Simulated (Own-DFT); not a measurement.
# Strain and stress in diamond-structure GeSn with randomly placed atoms, 64 atoms (Ge56Sn8)

All numbers below are calculated, not measured. The program, named Own-DFT, is a retired in-house plane-wave density functional code that no person has reviewed. Each row is one single-point run on a periodic cell that was not relaxed, without spin or spin-orbit coupling.

Settings of every run: PBE; PseudoDojo norm-conserving scalar-relativistic files; cutoff 49 hartree; 3 x 3 x 3 k mesh centred on Gamma; Fermi-Dirac smearing of 0.1 eV.

Known limits: forces on such cells moved up to 12 meV/angstrom on a denser k mesh; stress not checked against mesh or cutoff.

Unstrained cell vectors in Å: (11.524, 0.000, 0.000); (0.000, 11.524, 0.000); (0.000, 0.000, 11.524). The unstrained cell has measured lattice constants (interpolated for alloys), not those of this functional. That, the random moves and any unrelaxed bonds set the pressure at no strain. Each run strains this cell uniformly, with the atoms carried along. Every atom was also moved at random, by a Gaussian of width 0.05 Å on each axis. The random placing of the alloy's atoms differs from row to row. Strain is the symmetric tensor, in per cent. Stress is positive in tension, and the pressure is minus a third of its trace.

| run | e_xx (%) | e_yy (%) | e_zz (%) | s_xx (GPa) | s_yy (GPa) | s_zz (GPa) | P (GPa) | E (meV/atom) |
|---|---|---|---|---|---|---|---|---|
| 1 | -3.00 | -3.00 | 0.00 | -10.74 | -10.79 | -8.88 | 10.14 | 93.4 |
| 2 | 1.50 | 1.50 | 0.00 | -2.79 | -2.82 | -3.75 | 3.12 | 24.9 |
| 3 | 0.75 | 0.75 | 0.00 | -3.81 | -3.95 | -4.32 | 4.02 | 23.5 |
| 4 | -0.25 | -0.25 | 0.00 | -5.58 | -5.66 | -5.52 | 5.59 | 48.0 |
| 5 | -1.50 | -1.50 | 0.00 | -7.70 | -7.98 | -7.18 | 7.62 | 70.8 |
| 6 | 2.50 | 2.50 | 0.00 | -1.16 | -1.15 | -2.43 | 1.58 | 0.0 |
| 7 | -2.00 | -2.00 | 0.00 | -8.87 | -8.92 | -7.75 | 8.51 | 84.8 |
| 8 | 3.00 | 3.00 | 0.00 | -0.72 | -0.79 | -2.18 | 1.23 | 13.4 |
| 9 | -2.25 | -2.25 | 0.00 | ? | ? | ? | ? | ? |

E is the free energy for each atom above the lowest run shown.

## Worked fit

The change of volume is close to e_xx + e_yy + e_zz. A straight line through the runs shown gives P = 5.45 - 75 x (fractional change of volume) GPa, with an error of 2 on the slope and a scatter of 0.24 GPa. The strain isn't the same on all axes, but the crystal is cubic, so the slope still estimates the bulk modulus, averaged over pressures from 1.2 to 10.1 GPa.

## Withheld run

Question: what pressure should run 9 give? Its volume changes by -4.45 %.

The line gives 8.8 GPa. The calculation gave 9.00 GPa.
